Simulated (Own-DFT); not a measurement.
# A pressure from energies alone: corundum Al2O3, 78 atoms (Al32O46), with two O vacancies

All values are computed. Each geometry was run twice at fixed positions with Own-DFT, a retired in-house plane-wave program that no person has reviewed: with PBE, and with HSE06 (exact exchange share 0.25 at short range, screening 0.11 per bohr, Gygi-Baldereschi treatment of its divergence). Both used PseudoDojo norm-conserving files made for PBE, a cutoff of 48 hartree, the Gamma point alone, fixed occupations, a neutral cell and no spin. The unstrained cell is 7.9 Å across at its thinnest, so Gamma alone is coarse and defects feel their images. The oxygen file's force components were 24 meV/Å off all-electron values in a glass.

Unstrained cell vectors in Å: (5.494, 0.000, 8.660); (-2.747, 4.758, 8.660); (-2.747, -4.758, 8.660), volume V0 = 679.1 Å³, from measured lattice constants. Each geometry has its own random strain of a few per cent, its own defect sites and random moves of rms u per axis. HSE06 gave the energy alone. D is its energy less that of PBE, over the lowest D shown. The PBE stress wasn't checked against mesh or cutoff.

```
run  V - V0 (Å³)   u (Å)  P with PBE (GPa)  D (eV)
  1          1.3  0.0299              6.16   0.773
  2         -5.7  0.0283              9.85   0.493
  3         -8.6  0.0458             11.56   0.510
  4        -18.4  0.0315             14.48   0.000
  5        -11.7  0.0485             14.21   0.382
  6         -9.8  0.0310             10.70   0.336
  7          8.7  0.0516              6.29   1.228
  8          0.6  0.0316              6.62   0.775
  9         13.5  0.0295              2.59   1.254
 10         24.0  0.0309             -1.26   1.648
 11         18.1  0.0289              1.15   1.437
 12          8.7  0.0536              6.31   1.184
 13          0.1  0.0499              8.99       ?
```

## Working it out

D = 0.65 + 0.0389 (V - V0) + 78 u² eV, with an error of 0.0005 on the volume slope, 8 on the last term and a scatter of 0.02 eV. Pressure is -dE/dV, and 1 eV/Å³ is 160.2 GPa, so HSE06 changes the pressure by -6.2 ± 0.1 GPa. With the ions held to the strained lattice, the PBE pressure falls by 249 ± 8 GPa per unit of volume strain; the shape of the strain isn't fitted, so the true error is larger, and a relaxed crystal would be softer. On that slope HSE06's volume at a given pressure is about 2.5 % smaller, or 0.8 % in lengths. At u = 0 and V0 the PBE pressure is 6.3 GPa, which puts the zero-pressure volume, against the measured cell and with the defects in, at +2.5 % for PBE and +0.0 % for HSE06, each good to a few tenths of a per cent.

## Test on the hidden row

Asked: what D should run 13 give?

Estimate: 0.85 eV, with rows scattering by 0.02. The run itself gave 0.865 eV.
